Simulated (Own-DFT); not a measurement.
# Biaxial strain at fixed height in grey tin, 32 atoms (Sn32)

Calculated, not measured: single-point runs of Own-DFT, a retired in-house plane-wave DFT program that no person has reviewed, on unrelaxed cells, without spin or spin-orbit coupling.

Common settings: PBE; PseudoDojo norm-conserving scalar-relativistic files; cutoff 42 hartree; 3 x 3 x 5 k mesh centred on Gamma; cold (Marzari-Vanderbilt) smearing of 0.2 eV.

Keep in mind: forces on such cells failed a check on a denser k mesh; stress not checked against mesh or cutoff.

Unstrained cell vectors in Å: (12.978, 0.000, 0.000); (0.000, 12.978, 0.000); (0.000, 0.000, 6.489). The unstrained cell has measured lattice constants (interpolated for alloys), not those of this functional. That, the random moves and any unrelaxed bonds set the pressure at no strain. Each run strains x and y alike by e, as a substrate would, and holds the height along z. Random moves of width 0.05 Å per axis were added to every atom. Stress is positive in tension.

| e (%) | u (Å) | (s_xx + s_yy)/2 (GPa) | s_zz (GPa) |
|---|---|---|---|
| -2.50 | 0.050 | -6.89 | -6.08 |
| -2.00 | 0.051 | -6.24 | -5.51 |
| -1.50 | 0.047 | ? | ? |
| -1.00 | 0.049 | -4.84 | -4.58 |
| -0.50 | 0.048 | -4.16 | -3.92 |
| 0.25 | 0.046 | -3.31 | -3.33 |
| 0.75 | 0.055 | -2.76 | -2.97 |
| 1.25 | 0.049 | -2.23 | -2.61 |
| 1.75 | 0.052 | -1.80 | -2.30 |
| 2.50 | 0.053 | -1.09 | -1.80 |

## Worked fit

With e as a fraction, the in-plane stress is -3.6 + 116 e - 667 e² GPa (errors 1 and 50, scatter 0.03), and s_zz is -3.6 + 85 e - 611 e² GPa (slope ± 1, scatter 0.06). At e = 0 the first slope is C11 + C12 and the second 2 C12, both with the ions held to the strained lattice and at the cell's own pressure. The term in e² is negative: the layer stiffens under compression and softens under tension. A free layer would change its height as e changes, and the in-plane slope would drop by 2 C12²/C11 to the biaxial modulus. At fixed height, a misfit of 1 % moves the in-plane stress by about 1.2 GPa and s_zz by 0.9 GPa.

## Test on the hidden row

Asked: what are the two stresses at e = -1.50 %?

From the fit: -5.5 and -5.0 GPa. The calculation gave -5.43 and -5.11 GPa.
